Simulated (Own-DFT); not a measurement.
# One cell, two functionals

These are calculations, not measurements. They come from Own-DFT, an in-house plane-wave density functional program, since retired, whose code no person has reviewed. Each row is one single-point run on a periodic cell that was not relaxed, without spin or spin-orbit coupling.

Known limits, some of them of some rows only: forces on such cells failed a check on a denser k mesh; forces on such cells moved up to 12 meV/angstrom on a denser k mesh; forces on such cells passed a denser k mesh, each cell not checked; stress not checked against mesh or cutoff.

Each cell was run twice at the same cutoff, k mesh and smearing, with PBE and with PBEsol, on PseudoDojo norm-conserving files made for PBE. Atoms were moved at random from their sites; u is the rms move along one axis. Files made for PBEsol would give a somewhat different change.

| cell | atoms | volume (Å³/atom) | u (Å) | cutoff (hartree) | P with PBE (GPa) | P with PBEsol (GPa) | change (GPa) |
|---|---|---|---|---|---|---|---|
| C11b WSi2 with one Si vacancy (Si19W10) | 29 | 13.90 | 0.046 | 50 | 3.94 | -0.05 | -3.99 |
| C11b WSi2 with one Si vacancy (Si19W10) | 29 | 13.90 | 0.030 | 50 | 3.53 | -0.46 | -3.99 |
| C11b WSi2 with one Si vacancy (Si19W10) | 29 | 13.90 | 0.031 | 50 | 3.39 | -0.59 | -3.98 |
| C40 NbSi2 with one Si vacancy (Nb12Si23) | 35 | 15.06 | 0.027 | 42 | 0.84 | -2.73 | -3.57 |
| C40 NbSi2 with one Si vacancy (Nb12Si23) | 35 | 15.06 | 0.055 | 42 | 1.98 | -1.59 | -3.57 |
| C40 NbSi2 with one Si vacancy (Nb12Si23) | 35 | 15.06 | 0.031 | 42 | 0.98 | -2.59 | -3.57 |
| L1_0 TiAl (Al16Ti16) | 32 | 16.32 | 0.053 | 42 | 0.29 | -2.49 | -2.78 |
| L1_0 TiAl (Al16Ti16) | 32 | 15.81 | 0.045 | 42 | 3.87 | 0.95 | -2.92 |
| L1_0 TiAl (Al16Ti16) | 32 | 16.06 | 0.099 | 42 | 3.62 | 0.77 | -2.85 |
| beta-Si3N4 (N24Si18) | 42 | 10.41 | 0.018 | 42 | 5.46 | 3.05 | -2.41 |
| beta-Si3N4 (N24Si18) | 42 | 10.41 | 0.047 | 42 | 7.45 | 5.04 | -2.42 |
| beta-Si3N4 (N64Si48) | 112 | 10.23 | 0.050 | 42 | 13.43 | ? | ? |

## Worked reading

Mean change of pressure by composition, in GPa: Si19W10, -3.98; Nb12Si23, -3.57; AlTi, -2.85; N4Si3, -2.41. At a fixed cell PBEsol gives the lower pressure, because it favours a smaller volume than PBE. Here the change varies more between materials than between cells of one material.

## Withheld value

Question: what PBEsol pressure should the N64Si48 cell with the blank give?

Adding the mean change of the cells with its composition, -2.41 GPa, to 13.43 gives 11.0 GPa. The calculation gave 10.99 GPa.
